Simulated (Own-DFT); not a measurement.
# Strain and stress in grey tin, 64 atoms (Sn64)

Calculated results; nothing here was measured. The program, named Own-DFT, is a retired in-house plane-wave density functional code that no person has reviewed. Each row is one single-point run on a periodic cell that was not relaxed, without spin or spin-orbit coupling.

Settings of every run: PBE; PseudoDojo norm-conserving scalar-relativistic files; cutoff 42 hartree; 3 x 3 x 3 k mesh centred on Gamma; cold (Marzari-Vanderbilt) smearing of 0.2 eV.

Known limits: forces on such cells moved up to 12 meV/angstrom on a denser k mesh; stress not checked against mesh or cutoff.

Unstrained cell vectors in Å: (12.978, 0.000, 0.000); (0.000, 12.978, 0.000); (0.000, 0.000, 12.978). The unstrained cell has measured lattice constants (interpolated for alloys), not those of this functional. That, the random moves and any unrelaxed bonds set the pressure at no strain. Each run strains this cell uniformly, with the atoms carried along. Every atom was also moved at random, by a Gaussian of width 0.05 Å on each axis. Strain is the symmetric tensor, in per cent. Stress is positive in tension, and the pressure is minus a third of its trace.

```
run  e_xx (%)  e_yy (%)  e_zz (%)  s_xx (GPa)  s_yy (GPa)  s_zz (GPa)  P (GPa)  E (meV/atom)
  1     -2.00     -2.00      0.00       -6.11       -6.13       -5.47     5.90          37.3
  2      0.25      0.25      0.00       -3.43       -3.39       -3.44     3.42           1.3
  3     -2.00     -2.00      0.00       -6.15       -6.11       -5.57     5.94          43.0
  4     -0.50     -0.50      0.00       -4.21       -4.22       -4.10     4.17          10.8
  5     -2.50     -2.50      0.00       -6.89       -6.88       -6.08     6.62          57.2
  6     -0.50     -0.50      0.00       -4.22       -4.16       -4.02     4.13           4.8
  7     -1.00     -1.00      0.00       -4.87       -4.85       -4.55     4.75          22.4
  8     -1.00     -1.00      0.00       -4.89       -4.78       -4.51     4.72          18.2
  9     -2.50     -2.50      0.00       -6.91       -6.91       -6.21     6.68          64.9
 10      0.25      0.25      0.00       -3.41       -3.43       -3.40     3.41           0.0
 11     -1.50     -1.50      0.00           ?           ?           ?        ?             ?
```

E is the free energy for each atom above the lowest run shown.

## Worked fit

The change of volume is close to e_xx + e_yy + e_zz. A straight line through the runs shown gives P = 3.62 - 59 x (fractional change of volume) GPa, with an error of 1 on the slope and a scatter of 0.09 GPa. The strain isn't the same on all axes, but the crystal is cubic, so the slope still estimates the bulk modulus, averaged over pressures from 3.4 to 6.7 GPa.

## Withheld run

Question: what pressure should run 11 give? Its volume changes by -2.98 %.

The line gives 5.4 GPa. The calculation gave 5.28 GPa.
